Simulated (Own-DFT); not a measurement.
SiC (4H silicon carbide, atoms displaced) (calculated)

Computed with Own-DFT development build. A calculation, not a measurement: plane-wave PBE density functional theory by an unreviewed code, no spin, of a simulated periodic cell, stress positive in tension, free energy of the whole cell less one offset for each atom, forces on such cells passed a denser k mesh, this cell's mesh not checked; offsets are fitted by least squares, one for each functional and potential file, so energies compare only between cells with the same atoms and settings and are not formation energies; the far tail of each file's local potential was reset to the Coulomb form; each entry is a single point on an unrelaxed cell, so the pressure reflects the starting lattice, mostly measured values (interpolated for alloys), from which strain is counted, and rises with the displacements; printed positions are rounded, which can move forces by about a meV/angstrom; the program, named Own-DFT, is a retired in-house code; no spin-orbit coupling.

### SiC (4H silicon carbide, atoms displaced)

```
SiC
1.0
     12.3308     0.0000     0.0000
     -6.1654    10.6788     0.0000
      0.0000     0.0000    10.0681
Si C Si C Si C Si C Si C Si C Si C Si C Si C Si C Si C Si C Si C Si C Si C Si C Si C Si C Si C Si C Si C Si C Si C Si C Si C Si C Si C Si C Si C Si C Si C Si C
2 2 2 2 2 2 2 2 2 2 2 2 2 2 2 2 2 2 2 2 2 2 2 2 2 2 2 2 2 2 2 2 2 2 2 2 2 2 2 2 2 2 2 2 2 2 2 2 2 2 2 2 2 2 2 2 2 2 2 2 2 2 2 2
Direct
  0.00037 0.00119 0.40558
  0.08819 0.17113 0.14979
  0.00315 0.00206 0.09358
  0.08502 0.16807 0.34484
  0.99925 0.25166 0.40677
  0.08198 0.41669 0.15403
  0.00100 0.24760 0.09250
  0.08275 0.41234 0.34492
  0.00101 0.50253 0.40765
  0.08139 0.66226 0.15640
  0.00850 0.50951 0.09377
  0.08619 0.67026 0.34032
  0.00182 0.75203 0.41142
  0.08327 0.91229 0.15560
  0.00001 0.75299 0.09451
  0.08057 0.91446 0.34498
  0.24498 0.99713 0.40579
  0.33328 0.16722 0.15343
  0.25381 0.00410 0.09130
  0.33268 0.16479 0.34640
  0.24993 0.24777 0.40632
  0.33133 0.41338 0.15500
  0.24325 0.25095 0.09515
  0.33232 0.41696 0.34489
  0.24942 0.50066 0.40069
  0.33414 0.66743 0.15468
  0.24718 0.49724 0.09293
  0.33386 0.66626 0.34168
  0.25029 0.74993 0.40258
  0.33232 0.91664 0.15648
  0.25247 0.74853 0.09434
  0.33410 0.92222 0.34735
  0.50012 0.00361 0.40727
  0.58232 0.16594 0.15888
  0.50196 0.00245 0.09915
  0.58152 0.16477 0.34259
  0.49834 0.25255 0.40680
  0.58036 0.41252 0.15688
  0.50429 0.25780 0.09501
  0.58784 0.41690 0.34460
  0.50107 0.50338 0.40872
  0.58648 0.67091 0.15531
  0.50536 0.50282 0.09764
  0.58199 0.66720 0.34655
  0.50025 0.74419 0.40308
  0.58275 0.91566 0.15688
  0.50288 0.74573 0.09144
  0.58516 0.92546 0.34207
  0.75202 0.00225 0.40602
  0.83293 0.17053 0.15418
  0.74370 0.99661 0.09511
  0.83033 0.16578 0.34041
  0.74761 0.24873 0.40542
  0.83219 0.41343 0.15964
  0.75619 0.25464 0.09438
  0.83155 0.42001 0.33867
  0.75018 0.50577 0.40759
  0.83421 0.66632 0.15846
  0.74894 0.50007 0.09143
  0.83390 0.66610 0.34758
  0.75230 0.75160 0.40470
  0.83542 0.92089 0.15323
  0.74713 0.74597 0.08831
  0.83310 0.91514 0.34547
  0.99967 0.00329 0.90788
  0.91995 0.83519 0.65530
  0.99322 0.99984 0.59136
  0.91651 0.83400 0.84130
  0.00246 0.74875 0.90715
  0.91250 0.58536 0.65902
  0.99444 0.74982 0.59625
  0.91225 0.57909 0.84356
  0.00273 0.50196 0.90840
  0.91986 0.34074 0.65436
  0.00420 0.50118 0.59314
  0.91650 0.33565 0.84050
  0.00285 0.25423 0.91242
  0.91487 0.08447 0.65644
  0.00042 0.24829 0.59691
  0.91300 0.08247 0.84407
  0.74858 0.00302 0.89858
  0.66512 0.83810 0.65598
  0.75091 0.99936 0.59077
  0.66575 0.83202 0.84622
  0.74912 0.74884 0.90351
  0.67167 0.58716 0.66199
  0.74691 0.74851 0.59814
  0.66901 0.58854 0.85022
  0.75430 0.50088 0.90326
  0.66664 0.33069 0.65692
  0.74811 0.49948 0.59003
  0.66544 0.33027 0.83975
  0.74952 0.24786 0.90653
  0.66860 0.08272 0.65484
  0.75188 0.25153 0.59131
  0.66273 0.08014 0.84908
  0.50280 0.00427 0.90374
  0.42050 0.84007 0.66084
  0.50067 0.00169 0.59306
  0.41353 0.83343 0.84361
  0.49724 0.74626 0.90471
  0.41824 0.58082 0.65615
  0.49804 0.74588 0.59351
  0.41840 0.58432 0.84256
  0.50122 0.50109 0.90299
  0.42035 0.33571 0.65675
  0.49586 0.49494 0.59343
  0.42167 0.33854 0.84666
  0.49569 0.24856 0.90956
  0.41378 0.07992 0.64746
  0.49733 0.24825 0.59148
  0.41733 0.08327 0.83967
  0.24843 0.99521 0.90550
  0.16808 0.83686 0.65913
  0.25231 0.00130 0.59518
  0.16468 0.83170 0.84920
  0.24806 0.74931 0.90363
  0.16860 0.58137 0.65018
  0.24810 0.74735 0.59180
  0.16772 0.58399 0.84629
  0.25215 0.50309 0.90501
  0.16545 0.32850 0.65111
  0.24878 0.50229 0.59259
  0.17035 0.33735 0.84339
  0.25137 0.24510 0.90596
  0.16775 0.08527 0.65705
  0.25114 0.25233 0.59441
  0.17155 0.08379 0.84188
```

* functional: PBE
* potential files: PseudoDojo norm-conserving, scalar-relativistic, standard set
* wave cutoff: 42 hartree
* occupations: Fermi-Dirac
* smearing width: 0.1 eV
* hardware: one NVIDIA H200
* k mesh: 3 x 3 x 3 centred on Gamma
* free energy of cell above offsets: -18.284 eV
* pressure: 3.87 GPa
* stress xx: -3.14 GPa
* stress yy: -4.26 GPa
* stress zz: -4.21 GPa
* stress yz: -0.03 GPa
* stress xz: 0.27 GPa
* stress xy: 0.11 GPa
* wall time: 531.8 s

Force:
```
element  x (eV/Å)  y (eV/Å)  z (eV/Å)
     Si    -0.366     0.103    -0.233
     Si    -1.633    -1.869     2.292
      C    -0.032    -0.041     0.057
      C    -0.425    -0.205    -0.615
     Si     0.264    -1.136     0.092
     Si      0.52    -0.009     0.514
      C    -1.147     0.795     0.674
      C    -0.964     1.382    -0.619
     Si    -0.015    -0.489    -0.901
     Si     0.136     2.871     0.169
      C    -1.031     -3.42    -0.321
      C    -0.466    -0.631     1.078
     Si    -0.146    -0.703    -0.853
     Si    -0.342     1.718     0.194
      C     0.817    -1.469    -0.283
      C      0.09      0.32      -0.1
     Si     0.532     0.606     0.227
     Si    -0.286     0.517     0.957
      C    -0.414    -1.075     0.252
      C    -0.303     0.138    -0.791
     Si    -0.287     0.769     0.024
     Si     0.338     1.671     0.349
      C     3.378     0.043    -1.318
      C     0.587    -0.271    -0.198
     Si     0.222    -0.274     0.995
     Si     0.734    -0.759     -0.07
      C     0.493     0.601     0.015
      C    -0.135     0.222      -0.1
     Si     0.338     0.717     0.578
     Si     0.563     0.241     0.253
      C     -1.08     0.676    -0.394
      C     0.158    -1.232    -0.599
     Si     0.207    -0.716    -0.458
     Si     0.362     0.669    -0.408
      C    -0.436     -0.52    -1.562
      C    -0.448     1.178     0.785
     Si     0.867     -0.42    -0.297
     Si     0.574     2.877     0.413
      C    -0.218    -3.012    -0.435
      C    -1.563      0.29     0.072
     Si     0.258    -1.224    -0.818
     Si     0.501    -1.459     0.434
      C    -1.259    -0.812    -0.837
      C     1.559    -0.013    -0.931
     Si    -1.592     2.317     0.958
     Si     -0.31    -0.132    -0.072
      C    -1.878     1.042     0.201
      C     0.634     -2.09     0.804
     Si    -0.423    -0.527    -0.884
     Si     0.943    -1.738      0.21
      C     1.177     1.529    -1.098
      C     0.691     0.789     0.732
     Si      0.05     0.678    -0.474
     Si    -0.316     2.146    -1.488
      C    -1.289    -0.974    -0.586
      C     0.748    -0.366     2.225
     Si     0.716    -1.432    -0.615
     Si    -0.658     -0.25    -0.585
      C     0.815    -0.437     0.387
      C     0.025     1.063    -0.592
     Si    -0.566    -0.436     1.149
     Si    -0.292    -1.067     0.183
      C       0.9     1.488     1.278
      C    -0.111     0.721    -0.703
     Si     0.467     -0.85    -0.742
     Si    -2.114     0.104     0.379
      C      1.85     0.315     0.476
      C     0.681     0.207      0.82
     Si    -1.929    -0.061     -0.07
     Si     1.158     -0.75    -0.807
      C     1.908     0.291    -0.096
      C     1.559     1.451     0.148
     Si    -0.314    -0.367    -0.686
     Si     0.533    -1.647     0.177
      C    -1.553     0.856     -0.14
      C     0.326    -0.202     1.212
     Si    -0.039    -0.328    -2.441
     Si     0.281    -0.103     0.206
      C    -1.014     0.497    -0.898
      C      0.63     1.039     0.086
     Si     0.675    -1.697     2.293
     Si     0.824    -1.882     0.237
      C    -0.629     0.673     0.535
      C    -0.596     0.689    -0.801
     Si     0.251     1.378      0.39
     Si     -1.12     -0.82    -0.627
      C     0.471     1.035    -0.969
      C     0.627    -1.876    -1.471
     Si    -1.891    -1.002     1.117
     Si    -0.633     0.187     -0.89
      C     0.265     -0.03     1.404
      C     -0.23     0.271     1.315
     Si     -0.11     0.914    -0.307
     Si    -0.526     0.624     0.176
      C     0.135    -0.261     0.357
      C     0.702       1.3    -1.803
     Si    -1.234    -1.384     1.354
     Si    -0.191    -2.168    -1.572
      C     0.511     0.101     0.016
      C     0.723      0.44     0.716
     Si     0.271      1.14     0.037
     Si    -1.073     0.208    -0.237
      C    -0.247     1.179    -0.085
      C    -0.162    -0.514     0.102
     Si     0.133     0.644      1.72
     Si    -0.504    -1.077     0.218
      C     1.069     1.502       0.4
      C    -0.461    -1.309    -0.443
     Si     1.207     0.481    -1.114
     Si     0.637     1.487     1.682
      C     0.536      0.18     0.377
      C    -0.571     -0.13     0.367
     Si     0.424     1.228    -0.036
     Si     0.091    -1.346     -0.49
      C    -1.499    -0.676    -0.654
      C     0.362    -0.042    -1.049
     Si     0.636    -0.082     0.821
     Si     -0.59      0.95     1.571
      C     -0.03     1.224     0.329
      C    -0.241     0.027    -1.111
     Si     0.188    -0.658      0.19
     Si    -0.506     1.725      1.24
      C     1.496    -1.244    -0.672
      C     0.122    -1.182    -0.069
     Si    -0.918     1.962    -0.205
     Si    -0.494    -0.162     -0.65
      C     0.879    -0.783    -0.206
      C    -0.974    -0.643     0.556
```
